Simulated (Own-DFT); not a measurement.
# A layer strained by its substrate: wurtzite GaN, 72 atoms (Ga36N36)

Source: density functional calculations with Own-DFT, an unreviewed in-house program that is no longer used. Nothing was measured or relaxed, and spin and spin-orbit coupling are left out.

Settings: PBE; PseudoDojo norm-conserving scalar-relativistic files (stringent for Ga); cutoff 96 hartree; 4 x 4 x 3 k mesh centred on Gamma; Gaussian smearing of 0.01 eV.

Limits: forces not confirmed at this smearing and k mesh; stress not checked against mesh or cutoff.

Unstrained cell vectors in Å: (9.567, 0.000, 0.000); (-4.784, 8.285, 0.000); (0.000, 0.000, 10.370). The unstrained cell has measured lattice constants (interpolated for alloys), not those of this functional. That, the random moves and any unrelaxed bonds set the pressure at no strain. Each run strains x and y alike by e, as a substrate would, and holds the height along z. All atoms carry random offsets, Gaussian with a width of 0.05 Å per axis. Stress is positive in tension.

```
e (%),u (Å),(s_xx + s_yy)/2 (GPa),s_zz (GPa)
-3.00,0.049,-25.78,-11.38
-2.50,0.054,-19.92,-15.28
-2.25,0.051,-20.56,-11.06
-1.75,0.052,-17.70,-10.25
-1.00,0.051,-12.21,-9.00
-0.25,0.052,-7.78,-8.97
0.50,0.051,?,?
2.00,0.045,3.27,-4.73
2.50,0.047,4.73,-3.68
2.75,0.053,5.45,-3.04
```

## Working it out

With e as a fraction, the in-plane stress is -6.6 + 530 e - 3041 e² GPa (errors 14 and 1091, scatter 0.91), and s_zz is -7.9 + 169 e GPa (slope ± 22, scatter 1.42). At e = 0 the first slope is C11 + C12 and the second 2 C13, both with the ions held to the strained lattice and at the cell's own pressure. A free layer would change its height as e changes, and the in-plane slope would drop by 2 C13²/C33 to the biaxial modulus. At fixed height, a misfit of 1 % moves the in-plane stress by about 5.3 GPa and s_zz by 1.7 GPa.

## The run left out

Question: what are the two stresses at e = 0.50 %?

Estimate: -4.0 and -7.1 GPa. Computed: -4.26 and -7.37 GPa.
